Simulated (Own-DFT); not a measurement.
# Computed records: Hf₃₆O₇₁ (tetragonal hafnia with one neutral oxygen vacancy, atoms displaced)

A calculation, not a measurement: plane-wave PBE and HSE06 DFT by an unreviewed code, no spin, of a simulated cell at Gamma alone, so results move with cell size and shape, stress positive in tension, energies less offsets, not probed for a lower state with spin; hafnium file: forces about 75 meV/angstrom off all-electron values; oxygen file: force components 24 meV/angstrom off all-electron in a glass; k mesh not checked against a denser one; forces and stress are PBE's, HSE06 gives the energy alone, and its difference from PBE has offsets of its own; offsets are fitted by least squares, one for each functional and potential file, so energies compare only between cells with the same atoms and settings and are not formation energies; the far tail of each file's local potential was reset to the Coulomb form; each entry is a single point on an unrelaxed cell, so the pressure reflects the starting lattice, taken from the Materials Project, from which strain is counted, and rises with the displacements; printed positions are rounded, which can move forces by about a meV/angstrom; the program is a retired in-house code; no spin-orbit coupling. Program: Own-DFT development build.

Settings shared by all entries: first functional PBE; second functional HSE06; exact exchange share 0.25; screening 0.11 1/bohr; exchange divergence Gygi-Baldereschi; potential files PseudoDojo norm-conserving, scalar-relativistic, made for PBE, standard set; wave cutoff 48 hartree; occupations fixed; k mesh 1 x 1 x 1 centred on Gamma.

(1) Hf₃₆O₇₁ (tetragonal hafnia with one neutral oxygen vacancy, atoms displaced)

```xyz
107
Lattice="10.7800 0.0000 0.0000 0.0000 10.7800 0.0000 0.0000 0.0000 10.4493" Properties=species:S:1:pos:R:3 Hf36O71
Hf     0.0032    10.6802     0.0743
Hf     1.8392     1.8037     2.5966
O     10.7677     1.7674     1.5607
O      1.7554    10.7666     3.6624
O     10.7751     1.8431     4.1624
O      1.7649    10.7763     1.0776
Hf    10.7652    10.6900     5.2118
Hf     1.8413     1.8129     7.8917
O      0.0048     1.8127     6.8297
O      1.7682    10.7744     8.8195
O      0.0473     1.6944     9.3746
O      1.8096    10.7511     6.1769
Hf    10.7504     3.6217     0.0016
Hf     1.8090     5.4586     2.7170
O     10.7404     5.3873     1.5676
O      1.7801     3.6043     3.6818
O      0.0018     5.3722     4.1417
O      1.7319     3.4980     0.9517
Hf    10.6712     3.5583     5.2282
Hf     1.7241     5.3687     7.8472
O      0.0616     5.3522     6.8896
O      1.7920     3.5507     8.8983
O      0.1136     5.3890     9.5161
O      1.7539     3.5995     6.2620
Hf    10.7733     7.1532    10.4390
Hf     1.8615     8.9109     2.6727
O     10.7744     8.8862     1.6014
O      1.8681     7.1830     3.7215
O     10.7745     8.9730     4.1949
O      1.7992     7.2407     1.0716
Hf     0.0400     7.2477     5.2026
Hf     1.8326     9.0141     7.8304
O     10.7269     8.9990     6.8087
O      1.7282     7.1443     8.8447
O     10.7443     9.0122     9.4730
O      1.7218     7.1120     6.1771
Hf     3.6005     0.0169    10.4106
Hf     5.4915     1.7976     2.6319
O      3.5645     1.7567     1.5848
O      5.3360    10.7541     3.7258
O      3.5921     1.7737     4.1784
O      5.3166    10.7380     0.9928
Hf     3.5830     0.0672     5.1796
Hf     5.3419     1.7832     7.8315
O      3.5631     1.8058     6.8112
O      5.3950     0.0098     8.8787
O      3.6518     1.7455     9.3651
O      5.3222    10.7629     6.2516
Hf     3.6396     3.6331    10.4287
Hf     5.4169     5.4072     2.5260
O      3.5791     5.3723     1.5276
O      5.3879     3.6915     3.5807
O      3.5935     5.4216     4.1285
O      5.5197     3.5907     0.9970
Hf     3.5769     3.6731     5.1978
Hf     5.3867     5.3657     7.8410
O      3.5659     5.3570     6.9145
O      5.3461     3.5769     8.8706
O      3.6758     5.4440     9.4536
O      5.3848     3.6695     6.2399
Hf     3.6039     7.2182    10.4146
Hf     5.3940     8.9633     2.5670
O      3.6854     9.0628     1.6512
O      5.3992     7.1306     3.6172
O      3.5654     8.9762     4.1432
O      5.3969     7.1769     1.0226
Hf     3.6289     7.2796     5.2502
Hf     5.3369     8.9588     7.8629
O      3.6237     8.9782     6.8243
O      5.4450     7.1484     8.9200
O      3.6630     8.9728     9.4353
O      5.4091     7.1723     6.1485
Hf     7.1740    10.7663     0.1387
Hf     8.9929     1.8043     2.5872
O      7.1702     1.8191     1.5487
O      9.0385    10.7475     3.5823
O      7.1626     1.8235     4.1029
O      8.9872    10.7209     0.9938
Hf     7.1378    10.7774     5.2138
Hf     8.9372     1.7594     7.8858
O      7.1536     1.7303     6.8675
O      9.0314    10.7777     8.8373
O      7.2105     1.8918     9.5227
O      8.9508     0.0409     6.3267
Hf     7.2057     3.5680    10.3486
Hf     8.9279     5.4401     2.6421
O      7.1252     5.5085     1.5963
O      9.0039     3.5010     3.6084
O      7.1316     5.3567     4.2725
O      8.9288     3.5330     1.1152
Hf     7.1633     3.6336     5.2569
Hf     8.9193     5.3439     7.8272
O      7.1588     5.2910     6.8990
O      8.9655     3.5733     8.8550
O      7.0008     5.4381     9.4278
O      9.0389     3.5282     6.2004
Hf     7.1482     7.2258    10.4042
Hf     8.9799     8.9602     2.6165
O      7.2499     8.9869     1.5909
O      8.9572     7.1585     3.6000
O      7.2294     8.9210     4.1848
O      8.9307     7.1681     1.0404
Hf     7.1423     7.1993     5.2378
Hf     8.9181     9.0325     7.8881
O      7.2305     8.9821     6.7488
O      7.2529     8.9696     9.3864
O      9.0297     7.1480     6.1636
```

Results for Hf₃₆O₇₁ (tetragonal hafnia with one neutral oxygen vacancy, atoms displaced): PBE energy of cell above offsets -97.595 eV; HSE06 less PBE above offsets -0.003 eV; PBE pressure 2.13 GPa; PBE stress xx -1.78 GPa; PBE stress yy -2.02 GPa; PBE stress zz -2.58 GPa; PBE stress yz -0.12 GPa; PBE stress xz 0.11 GPa; PBE stress xy -0.01 GPa.

Force:
| element | x (eV/Å) | y (eV/Å) | z (eV/Å) |
| --- | --- | --- | --- |
| Hf | 0.376 | 2.189 | -0.363 |
| Hf | -1.592 | 0.216 | 0.191 |
| O | -0.135 | -0.134 | 0.397 |
| O | 0.194 | -0.259 | -0.472 |
| O | -0.094 | -1.449 | 0.51 |
| O | 1.056 | -0.55 | -0.733 |
| Hf | -0.086 | 2.47 | 0.475 |
| Hf | -2.268 | 0.432 | -0.991 |
| O | -0.09 | -0.202 | 0.202 |
| O | 1.004 | -1.159 | 0.389 |
| O | -0.504 | 1.019 | 1.033 |
| O | -0.123 | -0.619 | 0.75 |
| Hf | 0.212 | -1.961 | 0.915 |
| Hf | -0.586 | -1.818 | -1.039 |
| O | 0.285 | 0.2 | 0.506 |
| O | 0.946 | 0.218 | -0.914 |
| O | -0.153 | 0.858 | 0.759 |
| O | 1.323 | 0.262 | 0.447 |
| Hf | 3.247 | -0.417 | -1.195 |
| Hf | 0.988 | -0.898 | 0.193 |
| O | -2.941 | -0.027 | -0.431 |
| O | 0.601 | 0.862 | -0.087 |
| O | -0.81 | -0.295 | -1.121 |
| O | 0.934 | 0.053 | -0.334 |
| Hf | -0.294 | 0.672 | 1.177 |
| Hf | -0.585 | 1.554 | -1.138 |
| O | 0.203 | 0.41 | 0.518 |
| O | -0.485 | 0.435 | -0.318 |
| O | 0.183 | -0.53 | -0.5 |
| O | 0.892 | 0.037 | -0.206 |
| Hf | -1.43 | -1.591 | 0.015 |
| Hf | -1.834 | -0.207 | -0.233 |
| O | 0.936 | 0.026 | 0.268 |
| O | 0.716 | 1.722 | 0.135 |
| O | -0.059 | -1.675 | -0.835 |
| O | 2.223 | 0.732 | 1.159 |
| Hf | -1.255 | 0.538 | 0.962 |
| Hf | -1.484 | 0.873 | 0.239 |
| O | 1.627 | 0.342 | -0.374 |
| O | 0.953 | -0.037 | -1.263 |
| O | 0.174 | 1.336 | 0.12 |
| O | 1.752 | 0.212 | 0.813 |
| Hf | -0.513 | -0.182 | -0.171 |
| Hf | -0.383 | -0.086 | -0.067 |
| O | 0.965 | -0.082 | -0.441 |
| O | 0.378 | -0.681 | -0.268 |
| O | -0.283 | 0.699 | 0.541 |
| O | 0.951 | -0.033 | 0.283 |
| Hf | -0.62 | -0.08 | 0.778 |
| Hf | -1.238 | -0.132 | 0.32 |
| O | -0.188 | -0.382 | 0.269 |
| O | -0.121 | -1.976 | 0.399 |
| O | -0.31 | 0.352 | 1.231 |
| O | -1.93 | -0.107 | 0.054 |
| Hf | -1.389 | -0.321 | 0.045 |
| Hf | -0.955 | -0.338 | 0.943 |
| O | 0.293 | 0.371 | -1.071 |
| O | -0.091 | -0.172 | -0.486 |
| O | -0.243 | -0.505 | -0.048 |
| O | -0.193 | -0.548 | -0.075 |
| Hf | -0.299 | -1.462 | 1.192 |
| Hf | 0.804 | -0.396 | 1.294 |
| O | -1.858 | -0.615 | -0.942 |
| O | -0.031 | 1.397 | 0.031 |
| O | 0.241 | 0.063 | 0.895 |
| O | -0.892 | 0.967 | -0.112 |
| Hf | -1.287 | -1.395 | -1.057 |
| Hf | 1.659 | 0.559 | 0.172 |
| O | -0.614 | -0.894 | -0.21 |
| O | -0.776 | 1.737 | -1.435 |
| O | -0.357 | 0.304 | -0.704 |
| O | -0.648 | 0.026 | 2.012 |
| Hf | 0.253 | 0.362 | -1.513 |
| Hf | 1.24 | 0.194 | -0.106 |
| O | 0.135 | -1.558 | 0.158 |
| O | -0.481 | 0.193 | 0.764 |
| O | -0.516 | -0.604 | 1.221 |
| O | -0.56 | 0.081 | 0.452 |
| Hf | 0.492 | -0.172 | 0.369 |
| Hf | 2.148 | -0.656 | -0.923 |
| O | -0.453 | 0.454 | -0.494 |
| O | -0.924 | 0.099 | 0.83 |
| O | -0.061 | -3.696 | -1.808 |
| O | -0.196 | -0.17 | -1.395 |
| Hf | 0.454 | 2.366 | 2.325 |
| Hf | 0.892 | -1.45 | -1.021 |
| O | 1.67 | -0.259 | 0.027 |
| O | -0.526 | 2.055 | 0.767 |
| O | 0.812 | 0.49 | -0.168 |
| O | 0.054 | 0.556 | -1.483 |
| Hf | 0.315 | -0.817 | -0.73 |
| Hf | 1.48 | 1.195 | -0.016 |
| O | 0.884 | 0.167 | -1.014 |
| O | 0.115 | 1.174 | 0.164 |
| O | 1.574 | -0.919 | -0.136 |
| O | -3.27 | 0.549 | 1.411 |
| Hf | 0.794 | -1.103 | 0.742 |
| Hf | 0.849 | -0.341 | -0.157 |
| O | -1.734 | 0.628 | -0.6 |
| O | 0.023 | 0.617 | 0.44 |
| O | -0.362 | 1.157 | 0.105 |
| O | 0.459 | -0.014 | -1.248 |
| Hf | 2.077 | 0.139 | -0.99 |
| Hf | 0.8 | -0.621 | -0.639 |
| O | -1.433 | -0.194 | 0.576 |
| O | -0.075 | 0.787 | 0.226 |
| O | -1.027 | -0.606 | 0.871 |

(2) Hf₃₆O₇₁ (tetragonal hafnia with one neutral oxygen vacancy, atoms displaced)

```xyz
107
Lattice="10.7800 0.0000 0.0000 0.0000 10.7800 0.0000 0.0000 0.0000 10.4493" Properties=species:S:1:pos:R:3 Hf36O71
Hf     0.0301     0.0199     0.0271
Hf     1.8233     1.7983     2.6042
O     10.7528     1.8395     1.5345
O      1.7789     0.0324     3.6180
O     10.7791     1.7757     4.1978
O      1.8073     0.0210     0.9949
Hf    10.7643     0.0516     5.2155
Hf     1.8304     1.8049     7.8407
O     10.7635     1.7582     6.7530
O      1.8203     0.0055     8.8588
O      0.0014     1.7630     9.4542
O      1.8092     0.0056     6.2697
Hf    10.7579     3.6232     0.0036
Hf     1.7412     5.4030     2.6405
O     10.7418     5.3401     1.5993
O      1.7803     3.5778     3.6948
O      0.0155     5.3612     4.2143
O      1.8007     3.6333     1.0775
Hf     0.0695     3.5981     5.2884
Hf     1.7729     5.4280     7.8376
O      0.0124     5.3757     6.8131
O      1.7869     3.5500     8.8824
O      0.0340     5.4032     9.3741
O      1.8299     3.6231     6.1928
Hf     0.0047     7.1938    10.4269
Hf     1.7895     8.9607     2.6263
O      0.0023     9.0198     1.5911
O      1.7629     7.2131     3.5961
O      0.0617     8.9936     4.2191
O      1.8548     7.1604     1.0120
Hf     0.0064     7.1942     5.2050
Hf     1.8153     8.9946     7.8627
O     10.7760     8.9717     6.8253
O      1.7323     7.2037     8.8773
O     10.7431     9.0293     9.4603
Hf     3.5715     0.0037     0.0133
Hf     5.3952     1.7693     2.6367
O      3.5719     1.7993     1.5880
O      5.4139     0.0246     3.6537
O      3.5535     1.7712     4.1300
O      5.3172    10.7716     1.0289
Hf     3.5959     0.0483     5.2448
Hf     5.3920     1.8413     7.8525
O      3.5895     1.7874     6.7957
O      5.4092     0.0305     8.8003
O      3.6224     1.7773     9.4564
O      5.3675     0.0027     6.2295
Hf     3.5952     3.5419     0.0218
Hf     5.3736     5.3335     2.6528
O      3.6214     5.4263     1.6362
O      5.3735     3.6302     3.6108
O      3.5824     5.4291     4.2198
O      5.3961     3.5662     1.0206
Hf     3.5765     3.5849     5.1929
Hf     5.3927     5.3700     7.8783
O      3.6243     5.3650     6.8567
O      5.4234     3.6095     8.8653
O      3.5748     5.3704     9.4579
O      5.3758     3.5852     6.2331
Hf     3.6093     7.2075    10.4354
Hf     5.4119     8.9577     2.5500
O      3.6190     8.9821     1.5917
O      5.3696     7.1986     3.5781
O      3.5915     8.9641     4.2069
O      5.3617     7.1407     0.9577
Hf     3.5839     7.2212     5.2109
Hf     5.4108     8.9785     7.8312
O      3.6151     8.9726     6.7616
O      5.4018     7.2110     8.8765
O      3.6140     8.9734     9.4120
O      5.3875     7.1371     6.2439
Hf     7.1854    10.7630     0.0161
Hf     8.9649     1.7641     2.6117
O      7.2069     1.7967     1.5715
O      8.9742    10.7471     3.6106
O      7.1968     1.8237     4.2255
O      8.9639    10.7547     0.9819
Hf     7.2089     0.0020     5.2317
Hf     8.9369     1.8061     7.8222
O      7.2026     1.7900     6.8626
O      9.0292    10.7469     8.8532
O      7.1865     1.7871     9.4619
O      8.9870    10.7289     6.2410
Hf     7.2284     3.5393     0.0052
Hf     8.9784     5.3948     2.6216
O      7.1921     5.4308     1.5926
O      8.9516     3.6271     3.6158
O      7.1564     5.3928     4.1799
O      8.9354     3.6211     1.0256
Hf     7.1945     3.5898     5.2327
Hf     8.9820     5.3780     7.9109
O      7.2036     5.3661     6.8552
O      8.9465     3.5706     8.8894
O      7.1942     5.3785     9.4163
O      8.9804     3.5957     6.2175
Hf     7.1614     7.2076     0.0198
Hf     8.9782     8.9598     2.5944
O      7.1852     8.9755     1.6169
O      8.9949     7.1560     3.6629
O      7.1558     8.9370     4.2300
O      8.9984     7.1841     1.0094
Hf     7.2541     7.2272     5.2516
Hf     8.9678     8.9605     7.8449
O      7.1682     8.9590     6.8252
O      8.9767     7.1865     8.8895
O      7.1847     8.9452     9.3940
O      8.9217     7.2146     6.2988
```

The calculation gives: PBE energy of cell above offsets -101.144 eV; HSE06 less PBE above offsets -0.164 eV; PBE pressure 0.86 GPa; PBE stress xx -0.5 GPa; PBE stress yy -0.42 GPa; PBE stress zz -1.66 GPa; PBE stress yz 0.71 GPa; PBE stress xz -0.63 GPa; PBE stress xy 0.01 GPa.

Force:
| element | x (eV/Å) | y (eV/Å) | z (eV/Å) |
| --- | --- | --- | --- |
| Hf | -0.715 | 0.045 | -0.519 |
| Hf | -0.836 | 0.32 | 0.129 |
| O | 0.034 | -0.246 | 0.817 |
| O | 0.053 | -0.62 | -0.147 |
| O | -0.377 | 0.717 | -0.258 |
| O | 0.058 | -0.036 | 0.532 |
| Hf | 0.861 | -0.635 | 0.375 |
| Hf | -0.912 | -0.63 | -0.04 |
| O | 0.297 | 0.474 | 0.875 |
| O | 0.085 | 0.243 | 0.067 |
| O | -0.046 | 0.974 | -0.447 |
| O | -0.232 | 0.047 | -0.296 |
| Hf | 0.493 | -0.878 | 0.39 |
| Hf | 1.151 | -0.718 | -0.528 |
| O | 0.527 | 0.35 | -0.428 |
| O | 0.134 | 0.136 | -0.56 |
| O | 0.197 | 0.639 | 0.072 |
| O | -0.159 | -0.097 | -0.516 |
| Hf | -1.14 | -0.31 | -1.175 |
| Hf | 1.025 | -0.381 | 0.148 |
| O | -0.272 | 0.322 | -0.088 |
| O | -0.049 | 0.365 | -0.357 |
| O | -0.355 | -0.312 | 0.584 |
| O | 0.006 | -0.327 | 1.402 |
| Hf | 0.155 | 0.504 | 0.098 |
| Hf | 0.459 | 0.914 | -0.044 |
| O | 0.048 | -0.311 | 0.293 |
| O | -0.243 | -0.581 | 0.837 |
| O | -0.411 | -0.177 | -0.052 |
| O | -1.497 | 0.187 | 0.14 |
| Hf | 0.11 | 0.158 | 0.677 |
| Hf | -0.089 | 0.217 | -0.828 |
| O | 0.528 | -0.664 | 0.199 |
| O | 0.236 | 0.096 | -0.775 |
| O | 0.408 | -0.899 | -0.061 |
| Hf | 0.006 | -0.556 | -0.433 |
| Hf | -0.232 | 0.516 | -0.492 |
| O | 0.557 | 0.07 | -0.117 |
| O | 0.191 | -0.559 | -0.399 |
| O | 0.435 | 0.624 | 0.528 |
| O | 1.51 | 0.175 | -0.077 |
| Hf | -0.279 | -1.197 | -0.362 |
| Hf | -0.2 | -0.354 | -0.228 |
| O | 0.161 | 0.213 | 0.077 |
| O | 0.113 | -0.362 | 0.451 |
| O | 0.015 | 0.269 | -0.639 |
| O | 0.794 | 0.201 | -0.091 |
| Hf | -0.088 | 1.213 | 0.446 |
| Hf | 0.485 | 1.781 | -0.945 |
| O | -0.845 | -0.452 | 0.148 |
| O | -0.209 | -1.972 | 0.774 |
| O | -0.253 | -0.668 | 0.236 |
| O | 0.074 | -0.134 | -0.094 |
| Hf | 0.593 | 0.743 | -0.207 |
| Hf | 0.296 | 1.051 | -0.578 |
| O | -1.046 | 0.223 | 0.016 |
| O | -0.256 | -0.72 | 0.112 |
| O | -0.017 | 0.096 | 0.01 |
| O | 0.167 | -0.382 | -0.014 |
| Hf | 0.162 | -0.907 | 0.111 |
| Hf | -1.076 | -0.178 | 1.554 |
| O | -0.679 | -0.008 | -0.154 |
| O | -0.055 | -0.01 | -0.119 |
| O | -0.284 | 0.936 | -0.191 |
| O | 0.679 | 0.82 | 0.528 |
| Hf | 0.596 | -0.152 | 0.643 |
| Hf | -0.55 | -0.171 | -0.167 |
| O | -0.667 | -0.393 | 0.741 |
| O | -0.083 | -0.48 | -0.305 |
| O | -0.267 | 0.532 | -0.095 |
| O | 0.215 | 0.284 | -0.288 |
| Hf | -0.27 | -0.022 | -0.708 |
| Hf | 0.716 | 1.075 | 0.084 |
| O | -0.49 | -0.448 | 0.425 |
| O | -0.204 | 0.102 | 0.144 |
| O | -0.018 | -0.66 | -0.185 |
| O | 0.053 | 0.029 | 0.581 |
| Hf | -0.814 | -0.515 | -0.109 |
| Hf | 1.408 | -0.744 | 0.578 |
| O | -0.577 | -0.099 | -0.557 |
| O | -0.771 | 0.803 | -0.368 |
| O | 0.104 | -0.608 | -0.421 |
| O | -0.394 | 0.243 | -0.164 |
| Hf | -1.032 | 1.319 | 0.201 |
| Hf | -1.102 | -0.509 | -0.102 |
| O | -0.184 | -0.014 | 0.095 |
| O | 0.059 | -0.962 | -0.135 |
| O | 0.164 | 0.026 | 0.823 |
| O | 0.963 | -0.138 | -0.087 |
| Hf | 0.135 | 1.441 | -0.181 |
| Hf | -0.762 | 0.344 | -0.759 |
| O | 0.069 | -0.257 | -0.013 |
| O | 0.432 | 0.003 | -0.15 |
| O | 0.196 | 0.21 | 0.522 |
| O | 0.337 | -0.236 | 0.563 |
| Hf | 0.118 | -1.423 | -0.385 |
| Hf | 0.537 | -0.34 | 0.182 |
| O | 0.255 | 0.073 | -0.809 |
| O | 0.194 | 0.867 | -0.035 |
| O | 0.427 | 1.264 | -0.349 |
| O | 0.088 | 0.389 | 0.303 |
| Hf | -1.905 | -1.422 | -0.185 |
| Hf | 0.415 | 0.188 | 0.078 |
| O | 0.187 | 0.405 | -0.277 |
| O | 0.392 | -0.218 | -0.033 |
| O | -0.038 | 1.019 | 0.632 |
| O | 1.814 | -0.163 | -0.1 |
